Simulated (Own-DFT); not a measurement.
Simulation results for GaP (zincblende, atoms displaced)

A calculation, not a measurement: plane-wave PBE density functional theory by an unreviewed code, no spin, of a simulated periodic cell, stress positive in tension, free energy of the whole cell less one offset for each atom, forces on such cells passed a denser k mesh, this cell's mesh not checked; offsets are fitted by least squares, one for each functional and potential file, so energies compare only between cells with the same atoms and settings and are not formation energies; the far tail of each file's local potential was reset to the Coulomb form; each entry is a single point on an unrelaxed cell, so the pressure reflects the starting lattice, mostly measured values (interpolated for alloys), from which strain is counted, and rises with the displacements; printed positions are rounded, which can move forces by about a meV/angstrom; the program, named Own-DFT, is a retired in-house code; no spin-orbit coupling. Program: Own-DFT development build.

Common to all runs: functional PBE; potential files PseudoDojo norm-conserving, scalar-relativistic, standard set; wave cutoff 42 hartree; occupations Fermi-Dirac; smearing width 0.1 eV; hardware one NVIDIA H200; k mesh 2 x 3 x 3 centred on Gamma.

(1) GaP (zincblende, atoms displaced)

```
GaP
1.0
     16.3515     0.0000     0.0000
      0.0000    10.9010     0.0000
      0.0000     0.0000    10.9010
Ga P Ga P Ga P Ga P Ga P Ga P Ga P Ga P Ga P Ga P Ga P Ga P
4 4 4 4 4 4 4 4 4 4 4 4 4 4 4 4 4 4 4 4 4 4 4 4
Direct
  0.99928 0.99798 0.00045
  0.99970 0.25076 0.25378
  0.16691 0.00337 0.24902
  0.16494 0.24949 0.00196
  0.08249 0.12586 0.12347
  0.08182 0.37548 0.37459
  0.24987 0.12508 0.37245
  0.24982 0.37370 0.12606
  0.99993 0.99695 0.49950
  0.99954 0.25065 0.74920
  0.16567 0.00105 0.74821
  0.16673 0.24457 0.50081
  0.08248 0.12552 0.62475
  0.08281 0.37552 0.87427
  0.25014 0.12592 0.87528
  0.24841 0.37810 0.62654
  0.99843 0.50006 0.00004
  0.00006 0.75085 0.24699
  0.16663 0.49810 0.24985
  0.16772 0.74862 0.00121
  0.08252 0.62368 0.12729
  0.08455 0.87580 0.37662
  0.24919 0.62591 0.37598
  0.25103 0.87346 0.12405
  0.00130 0.50109 0.49913
  0.99944 0.75064 0.74935
  0.16429 0.49920 0.74943
  0.16629 0.75064 0.50203
  0.08345 0.62419 0.62789
  0.08339 0.87466 0.87505
  0.25012 0.62425 0.87599
  0.24951 0.87216 0.62288
  0.33325 0.00139 0.00220
  0.33385 0.25189 0.24784
  0.50020 0.99832 0.24717
  0.49991 0.24997 0.00047
  0.41665 0.12424 0.12414
  0.41852 0.37455 0.37666
  0.58248 0.12248 0.37377
  0.58271 0.37226 0.12179
  0.33445 0.99828 0.49839
  0.33100 0.25266 0.74954
  0.50036 0.99972 0.75051
  0.49805 0.25031 0.49941
  0.41901 0.12469 0.62653
  0.41626 0.37812 0.87388
  0.58486 0.12253 0.87720
  0.58319 0.37782 0.62629
  0.33240 0.49685 0.00053
  0.33370 0.74904 0.25135
  0.49809 0.49862 0.25217
  0.49942 0.75206 0.00017
  0.41610 0.62498 0.12366
  0.41497 0.87490 0.37526
  0.58587 0.62340 0.37656
  0.58236 0.87203 0.12472
  0.33267 0.49746 0.49935
  0.33309 0.75082 0.75105
  0.49970 0.49871 0.74853
  0.49915 0.74958 0.50124
  0.41815 0.62361 0.62519
  0.41680 0.87803 0.87453
  0.58403 0.62528 0.87503
  0.58526 0.87474 0.62494
  0.66612 0.99697 0.99954
  0.66686 0.24806 0.25243
  0.83234 0.00043 0.25206
  0.83404 0.24874 0.99457
  0.75004 0.12462 0.12869
  0.74975 0.37787 0.37716
  0.91216 0.12369 0.37570
  0.91600 0.37344 0.12322
  0.66589 0.99914 0.49828
  0.66678 0.25317 0.74894
  0.83418 0.99843 0.74847
  0.83642 0.25198 0.49910
  0.74914 0.12417 0.62325
  0.75109 0.37338 0.87412
  0.91740 0.12415 0.87605
  0.91605 0.37534 0.62700
  0.66494 0.50125 0.00437
  0.66623 0.74887 0.24689
  0.83465 0.49900 0.24944
  0.83365 0.74939 0.00145
  0.74987 0.62489 0.12432
  0.74944 0.87608 0.37084
  0.91706 0.62447 0.37475
  0.91685 0.87391 0.12287
  0.66492 0.50372 0.49863
  0.66754 0.75103 0.74961
  0.83063 0.49808 0.74711
  0.83414 0.75137 0.50141
  0.75175 0.62339 0.62639
  0.75145 0.87762 0.87287
  0.91795 0.62677 0.87696
  0.91796 0.87455 0.62058
```

```
free energy of cell above offsets : -53.589 eV
pressure                          : 2.72 GPa
stress xx                         : -2.71 GPa
stress yy                         : -2.73 GPa
stress zz                         : -2.71 GPa
stress yz                         : 0.18 GPa
stress xz                         : 0 GPa
stress xy                         : 0.04 GPa
wall time                         : 899 s
```

Force:
```tsv
element	x (eV/Å)	y (eV/Å)	z (eV/Å)
Ga	0.191	0.103	-0.121
Ga	-0.325	-0.274	-0.335
Ga	-0.061	-0.42	-0.175
Ga	0.203	0.101	-0.353
P	-0.241	-0.131	0.364
P	0.494	-0.249	0.309
P	0.377	0.077	0.254
P	-0.131	0.06	-0.154
Ga	0.027	0.544	-0.25
Ga	-0.001	-0.059	0.182
Ga	0.221	-0.166	0.165
Ga	0.001	0.623	-0.155
P	-0.191	-0.2	-0.021
P	-0.071	-0.105	0.237
P	-0.19	-0.063	0.02
P	-0.042	-0.462	-0.395
Ga	0.233	-0.031	0.072
Ga	0.038	0.014	0.453
Ga	-0.011	0.205	0.151
Ga	-0.26	-0.029	-0.053
P	0.234	-0.019	-0.342
P	-0.109	-0.072	-0.449
P	0.016	-0.248	-0.053
P	-0.167	0.224	0.284
Ga	-0.255	-0.032	0.251
Ga	0.055	0.006	0.12
Ga	0.315	0.2	0.368
Ga	-0.136	-0.296	-0.133
P	-0.153	0.218	-0.376
P	0.1	-0.003	-0.013
P	-0.09	-0.133	-0.164
P	0.188	0.508	0.329
Ga	-0.088	-0.111	-0.313
Ga	0.148	-0.201	0.292
Ga	-0.153	-0.001	0.244
Ga	-0.128	-0.156	-0.453
P	0.051	0.194	0.161
P	-0.644	-0.049	-0.208
P	-0.168	0.242	0.144
P	0.018	0.196	0.793
Ga	-0.234	0.341	0.309
Ga	0.373	-0.157	0.024
Ga	0.368	0.008	0.022
Ga	0.647	-0.195	0.23
P	-0.674	0.1	-0.103
P	0.042	-0.509	0.11
P	-0.236	0.416	-0.313
P	-0.018	-0.346	-0.42
Ga	0.04	0.314	-0.015
Ga	-0.116	-0.069	-0.154
Ga	0.533	0.221	-0.389
Ga	-0.059	-0.314	-0.298
P	0.017	-0.114	0.2
P	0.556	-0.137	-0.198
P	-0.809	0.515	-0.522
P	0.138	0.199	-0.051
Ga	0.079	0.346	0.086
Ga	0.137	-0.161	-0.056
Ga	0.156	0.327	0.311
Ga	0.282	0.061	-0.147
P	-0.491	0.096	-0.017
P	-0.157	-0.211	0.1
P	-0.18	0.052	-0.028
P	-0.396	-0.038	-0.056
Ga	0.313	0.19	0.31
Ga	-0.026	0.303	-0.067
Ga	0.13	-0.211	-0.514
Ga	-0.239	-0.116	0.623
P	0.011	-0.001	-0.684
P	0.017	-0.23	-0.146
P	1.062	-0.001	-0.01
P	0.058	-0.095	0.095
Ga	0.177	0.046	-0.012
Ga	-0.017	-0.463	0.076
Ga	0.067	0.342	-0.195
Ga	-0.752	-0.013	0.294
P	0.234	0.227	0.002
P	-0.445	0.385	0.261
P	0.084	-0.187	-0.407
P	0.344	0.145	-0.312
Ga	0.278	-0.211	-0.553
Ga	0.1	-0.037	0.279
Ga	-0.206	0.035	0.007
Ga	-0.183	0.073	-0.347
P	0.173	-0.076	0.148
P	-0.065	-0.444	0.485
P	0.014	0.229	-0.034
P	-0.214	0.277	0.466
Ga	0.539	-0.415	0.519
Ga	0.129	-0.178	0.126
Ga	0.581	0.181	0.63
Ga	-0.305	-0.22	-0.451
P	-0.439	0.448	-0.363
P	-0.062	-0.447	0.32
P	-0.494	-0.278	-0.47
P	-0.158	-0.008	0.623
```

(2) GaP (zincblende, atoms displaced)

```
GaP
1.0
     16.3515     0.0000     0.0000
      0.0000    10.9010     0.0000
      0.0000     0.0000    10.9010
Ga P Ga P Ga P Ga P Ga P Ga P Ga P Ga P Ga P Ga P Ga P Ga P
4 4 4 4 4 4 4 4 4 4 4 4 4 4 4 4 4 4 4 4 4 4 4 4
Direct
  0.00135 0.00157 0.99927
  0.99812 0.24981 0.25044
  0.16573 0.99946 0.25090
  0.16460 0.25107 0.00046
  0.08369 0.12211 0.12400
  0.08440 0.37378 0.37621
  0.24885 0.12631 0.37744
  0.25120 0.37342 0.12720
  0.99964 0.99851 0.49874
  0.99923 0.25196 0.75032
  0.16644 0.00239 0.74745
  0.16822 0.25172 0.49908
  0.08221 0.12714 0.62786
  0.08536 0.37642 0.87377
  0.25020 0.12426 0.87879
  0.25037 0.37196 0.62478
  0.99706 0.49851 0.99997
  0.00193 0.75126 0.25098
  0.16694 0.50049 0.24862
  0.16550 0.75000 0.00152
  0.08306 0.62725 0.12514
  0.08240 0.87732 0.37587
  0.25028 0.62536 0.36840
  0.25135 0.87606 0.12682
  0.00065 0.50198 0.49707
  0.00124 0.74901 0.74952
  0.16714 0.50229 0.74917
  0.16636 0.75191 0.50075
  0.08383 0.62521 0.62519
  0.08203 0.87401 0.87723
  0.24803 0.62569 0.87787
  0.25424 0.87312 0.62560
  0.33420 0.00244 0.00039
  0.33302 0.25052 0.25152
  0.49975 0.99720 0.24993
  0.49930 0.24800 0.00028
  0.41827 0.12606 0.12348
  0.41690 0.37434 0.37434
  0.58269 0.12743 0.37165
  0.58220 0.37737 0.12193
  0.33207 0.00153 0.50039
  0.33198 0.25092 0.75343
  0.49893 0.00146 0.74780
  0.49783 0.24866 0.49926
  0.41729 0.12527 0.62773
  0.41758 0.37672 0.87333
  0.58372 0.12348 0.87557
  0.58476 0.37729 0.62514
  0.33204 0.50073 0.00131
  0.33266 0.75161 0.25250
  0.50122 0.50368 0.25215
  0.50031 0.75097 0.00022
  0.41583 0.62800 0.12239
  0.41544 0.87448 0.37318
  0.58178 0.62626 0.37372
  0.58193 0.87508 0.12320
  0.33378 0.49831 0.50217
  0.33302 0.75103 0.74796
  0.49920 0.50210 0.74683
  0.49906 0.75080 0.49878
  0.41462 0.62479 0.62506
  0.41598 0.87175 0.87361
  0.58420 0.62704 0.87515
  0.58277 0.87514 0.62525
  0.66696 0.99795 0.99626
  0.66694 0.25173 0.24711
  0.83417 0.00126 0.24837
  0.83267 0.25219 0.99934
  0.75067 0.12456 0.12607
  0.75109 0.37340 0.37620
  0.91648 0.12469 0.37533
  0.91713 0.37623 0.12613
  0.66324 0.00191 0.50174
  0.66551 0.25017 0.75286
  0.83414 0.00099 0.75089
  0.83373 0.25073 0.49779
  0.74804 0.12444 0.62516
  0.74913 0.37588 0.87378
  0.91587 0.12441 0.87384
  0.91801 0.37511 0.62779
  0.66700 0.50424 0.99825
  0.66620 0.75203 0.24680
  0.83326 0.50201 0.25055
  0.83294 0.74985 0.00034
  0.74826 0.62619 0.12325
  0.74984 0.87349 0.37471
  0.91573 0.62442 0.37686
  0.91579 0.87644 0.12486
  0.66901 0.49954 0.49907
  0.66333 0.75284 0.74685
  0.83397 0.49857 0.75091
  0.83380 0.75144 0.50135
  0.75026 0.62410 0.62454
  0.75142 0.87661 0.87441
  0.91669 0.62592 0.87436
  0.91635 0.87447 0.62512
```

```
free energy of cell above offsets : -53.627 eV
pressure                          : 2.71 GPa
stress xx                         : -2.7 GPa
stress yy                         : -2.72 GPa
stress zz                         : -2.7 GPa
stress yz                         : 0.14 GPa
stress xz                         : -0.22 GPa
stress xy                         : 0.09 GPa
wall time                         : 921.4 s
```

Force:
```tsv
element	x (eV/Å)	y (eV/Å)	z (eV/Å)
Ga	-0.453	-0.182	-0.015
Ga	0.446	-0.111	-0.037
Ga	0.283	0.045	-0.047
Ga	0.36	-0.061	0.114
P	-0.175	0.512	0.299
P	-0.167	0.183	-0.33
P	0.129	-0.22	-0.367
P	-0.351	0.078	-0.287
Ga	-0.039	0.34	0.407
Ga	0.154	-0.137	0.332
Ga	0.156	-0.385	0.354
Ga	-0.435	-0.226	0.348
P	0.113	-0.095	-0.61
P	-0.498	0.049	0.139
P	-0.276	0.146	-0.335
P	-0.063	0.454	0.202
Ga	0.587	0.266	-0.115
Ga	-0.509	-0.065	-0.027
Ga	-0.178	-0.142	-0.079
Ga	0.189	0.287	0.088
P	-0.186	-0.469	-0.037
P	0.259	-0.215	0.047
P	-0.136	-0.133	1.08
P	-0.256	0.063	-0.18
Ga	-0.023	-0.297	0.348
Ga	-0.164	0.142	0.058
Ga	0.186	-0.192	-0.02
Ga	0.318	-0.166	-0.205
P	-0.003	0.025	-0.22
P	0.375	0.179	-0.433
P	0.306	0.086	-0.374
P	-0.979	0.439	-0.217
Ga	0.109	-0.391	0.015
Ga	0.19	-0.262	-0.058
Ga	0.011	0.312	-0.069
Ga	0.202	0.36	-0.284
P	-0.343	-0.184	0.474
P	-0.009	0.252	0.051
P	-0.067	-0.21	0.196
P	0.184	0.029	0.179
Ga	0.409	0.011	-0.023
Ga	0.216	-0.152	-0.003
Ga	0.125	-0.339	0.443
Ga	0.436	0.223	0.165
P	-0.475	0.159	-0.298
P	-0.158	-0.021	0.249
P	-0.254	0.072	-0.075
P	-0.311	-0.29	-0.19
Ga	0.215	-0.114	-0.134
Ga	0.187	-0.135	-0.556
Ga	-0.456	-0.289	-0.52
Ga	-0.106	-0.141	-0.208
P	0.062	-0.21	0.451
P	0.097	0.303	0.396
P	0.631	0.098	0.307
P	0.294	0.163	-0.005
Ga	-0.252	0.078	-0.481
Ga	0.026	-0.51	0.604
Ga	0.289	-0.028	0.243
Ga	-0.088	-0.062	0.126
P	0.263	0.187	-0.164
P	0.133	0.516	0.094
P	-0.36	-0.001	-0.265
P	-0.45	0.162	-0.296
Ga	0.091	0.169	0.447
Ga	-0.06	0.086	-0.01
Ga	-0.221	-0.201	0.302
Ga	0.02	-0.169	0.061
P	-0.219	0.062	-0.373
P	-0.146	0.237	-0.45
P	0.007	-0.03	-0.002
P	-0.322	-0.14	-0.012
Ga	0.37	-0.104	-0.454
Ga	0.042	-0.006	-0.298
Ga	-0.213	-0.011	-0.324
Ga	0.036	-0.192	0.591
P	0.31	0.194	0.023
P	0.074	0.043	0.238
P	0.242	0.338	0.274
P	-0.176	0.153	-0.61
Ga	-0.115	-0.43	-0.021
Ga	-0.095	-0.062	0.263
Ga	-0.189	-0.08	-0.069
Ga	0.063	0.09	-0.054
P	0.364	-0.068	0.256
P	-0.114	0.406	0.059
P	0.224	0.356	-0.285
P	0.366	-0.173	-0.037
Ga	-0.318	0.155	-0.065
Ga	0.753	-0.296	0.338
Ga	-0.108	0.187	-0.095
Ga	-0.231	-0.171	-0.063
P	-0.012	0.254	0.198
P	-0.231	-0.406	-0.23
P	-0.1	-0.072	0.041
P	0.186	0.096	0.118
```
